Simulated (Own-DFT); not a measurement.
# How strain changes the stress of grey tin, 32 atoms (Sn32)

These are calculations, not measurements. They come from Own-DFT, an in-house plane-wave density functional program, since retired, whose code no person has reviewed. Each row is one single-point run on a periodic cell that was not relaxed, without spin or spin-orbit coupling.

Settings of every run: PBE; PseudoDojo norm-conserving scalar-relativistic files; cutoff 42 hartree; 3 x 3 x 5 k mesh centred on Gamma; cold (Marzari-Vanderbilt) smearing of 0.2 eV.

Known limits: forces on such cells failed a check on a denser k mesh; stress not checked against mesh or cutoff.

Unstrained cell vectors in Å: (12.978, 0.000, 0.000); (0.000, 12.978, 0.000); (0.000, 0.000, 6.489). The unstrained cell has measured lattice constants (interpolated for alloys), not those of this functional. That, the random moves and any unrelaxed bonds set the pressure at no strain. Each run strains this cell uniformly, with the atoms carried along. Every atom was also moved at random, by a Gaussian of width 0.05 Å on each axis. Strain is the symmetric tensor, in per cent. Stress is positive in tension, and the pressure is minus a third of its trace.

| run | e_xx (%) | e_yy (%) | e_zz (%) | s_xx (GPa) | s_yy (GPa) | s_zz (GPa) | P (GPa) | E (meV/atom) |
|---|---|---|---|---|---|---|---|---|
| 1 | -1.75 | -1.75 | 0.00 | -5.78 | -5.95 | -5.26 | 5.66 | 63.3 |
| 2 | 2.00 | 2.00 | 0.00 | -1.54 | -1.52 | -2.04 | 1.70 | 0.0 |
| 3 | -2.25 | -2.25 | 0.00 | -6.49 | -6.50 | -5.70 | 6.23 | 70.9 |
| 4 | -0.25 | -0.25 | 0.00 | -3.82 | -3.83 | -3.81 | 3.82 | 26.1 |
| 5 | 0.50 | 0.50 | 0.00 | -3.02 | -3.07 | -3.26 | 3.12 | 22.3 |
| 6 | 1.50 | 1.50 | 0.00 | -2.10 | -1.99 | -2.43 | 2.18 | 7.5 |
| 7 | -3.00 | -3.00 | 0.00 | -7.59 | -7.63 | -6.64 | 7.29 | 98.8 |
| 8 | -0.75 | -0.75 | 0.00 | ? | ? | ? | ? | ? |

E is the free energy for each atom above the lowest run shown.

## Worked fit

The change of volume is close to e_xx + e_yy + e_zz. A straight line through the runs shown gives P = 3.79 - 56 x (fractional change of volume) GPa, with an error of 2 on the slope and a scatter of 0.17 GPa. The strain isn't the same on all axes, but the crystal is cubic, so the slope still estimates the bulk modulus, averaged over pressures from 1.7 to 7.3 GPa.

## Withheld run

Question: what pressure should run 8 give? Its volume changes by -1.49 %.

The line gives 4.6 GPa. The calculation gave 4.38 GPa.
